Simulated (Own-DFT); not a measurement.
# Strain and stress in wurtzite AlN, 72 atoms (Al36N36)

These are calculations, not measurements. The program, named Own-DFT, is a retired in-house plane-wave density functional code that no person has reviewed. Each row is one single-point run on a periodic cell that was not relaxed, without spin or spin-orbit coupling.

Settings of every run: PBE; PseudoDojo norm-conserving scalar-relativistic files; cutoff 42 hartree; 4 x 4 x 3 k mesh centred on Gamma; Gaussian smearing of 0.01 eV.

Known limits: k mesh not checked against a denser one; stress not checked against mesh or cutoff.

Unstrained cell vectors in Å: (9.336, 0.000, 0.000); (-4.668, 8.085, 0.000); (0.000, 0.000, 9.964). The unstrained cell has measured lattice constants (interpolated for alloys), not those of this functional. That, the random moves and any unrelaxed bonds set the pressure at no strain. Each run strains this cell uniformly, with the atoms carried along. Every atom was also moved at random, by a Gaussian of width 0.05 Å on each axis. Strain is the symmetric tensor, in per cent. Stress is positive in tension, and the pressure is minus a third of its trace.

```
run  e_xx (%)  e_yy (%)  e_zz (%)  e_yz (%)  e_xz (%)  e_xy (%)  s_xx (GPa)  s_yy (GPa)  s_zz (GPa)  s_yz (GPa)  s_xz (GPa)  s_xy (GPa)  P (GPa)  E (meV/atom)
  1      0.58      0.53     -1.50      0.90     -1.07      0.46       -2.59       -4.10      -12.22        2.28       -1.76        2.02     6.31          11.1
  2      0.27     -0.12     -1.31      0.71     -1.11     -1.00       -4.15       -5.56      -16.50        2.67       -2.21       -3.65     8.74          31.0
  3     -1.64      0.45      0.07     -1.80      0.82      0.90      -12.61       -6.34       -5.39       -4.10        1.11        2.11     8.11          19.8
  4      1.72      1.28      1.84      1.29      1.72      1.56        2.45        2.37        4.52        3.21        4.11        6.23    -3.11          34.3
  5      1.22     -1.22      0.27     -0.79      1.78     -1.35       -2.28      -10.54       -3.87       -1.14        4.51       -5.82     5.56          28.1
  6     -0.43      1.70     -1.32      1.22      1.81     -0.74       -6.47        0.43      -10.49        3.45        4.69       -3.20     5.51           5.8
  7     -1.83      1.99     -1.14      1.85      1.70      1.78      -13.07        0.14      -11.99        5.45        3.68        6.46     8.31          42.2
  8     -0.92     -0.42      2.00      1.20     -0.83     -1.54      -10.61       -6.76        1.32        2.72       -2.62       -5.46     5.35          41.9
  9     -1.45     -0.34     -0.03     -1.17      0.67     -0.20      -14.76       -8.99       -6.23       -2.92        1.35       -0.06     9.99          25.1
 10      1.14     -0.58     -1.68     -1.16      1.07     -1.86       -2.78       -8.33      -13.98       -2.69        3.00       -7.40     8.36          28.8
 11      1.05     -1.00     -0.54     -0.65      0.71     -1.67       -3.47      -11.50       -7.76       -0.63        1.74       -7.31     7.57          40.0
 12      0.17     -0.72     -0.01     -1.92      1.66     -0.73       -7.06       -6.85       -4.97       -4.20        4.13       -2.82     6.30           7.7
 13     -1.80     -1.58      0.03      0.18     -0.94     -0.50      -15.61      -15.81       -8.49        0.72       -1.74       -4.09    13.30          26.9
 14     -1.05     -1.88      1.13      1.42      0.54      0.34      -13.51      -14.16       -2.24        3.27        0.74        3.00     9.97          22.5
 15     -0.64     -1.53     -1.06      1.14      1.13     -0.11      -10.67      -15.38      -12.66        2.94        2.80        0.88    12.90          25.9
 16      1.96      1.27     -0.89      1.23     -0.45     -0.96        4.21        2.02       -8.36        3.56       -0.67       -2.15     0.71           0.0
 17     -0.32     -1.48     -0.53      1.80     -1.54      1.51       -9.40      -13.75       -9.69        4.96       -2.53        5.12    10.95          29.3
 18     -1.85     -0.36      1.15      1.17     -0.47      1.25           ?           ?           ?           ?           ?           ?        ?             ?
```

E is the free energy for each atom above the lowest run shown.

## Worked fit

Each stress component was fitted by least squares to a constant and the strains of the runs shown, as fractions, with shears doubled. Shear strains stay in the fit of a normal stress only where such slopes are resolved. The slopes, in GPa:

| stress | at no strain | per e_xx | per e_yy | per e_zz | scatter |
|---|---|---|---|---|---|
| s_xx | -6.5 | 449 ± 15 | 110 ± 16 | -5 ± 17 | 0.75 |
| s_yy | -5.9 | 111 ± 22 | 461 ± 22 | 73 ± 25 | 1.07 |
| s_zz | -6.0 | 63 ± 30 | 62 ± 31 | 489 ± 34 | 1.46 |

Each shear stress against twice its own strain: yz 122 ± 5, xz 113 ± 4, xy 186 ± 15 GPa. These are stiffnesses along x, y and z of the frame in which the cell vectors are given, which need not be the crystal's axes. The atoms are held to the strained lattice; where symmetry lets them move under strain, relaxing them would lower some slopes. The table should be nearly symmetric about its diagonal, and what it lacks of that shows the noise. A ninth of its sum, 201 ± 6 GPa, estimates the bulk modulus near the mean pressure of these runs, 7.3 GPa, so it lies above the value at zero pressure.

## Withheld run

Question: what normal stresses and pressure should run 18 give?

The fit gives s_xx = -15.2, s_yy = -8.8, s_zz = -1.8 and P = 8.6 GPa. The calculation gave -14.22, -10.86, -0.20 and P = 8.43 GPa.
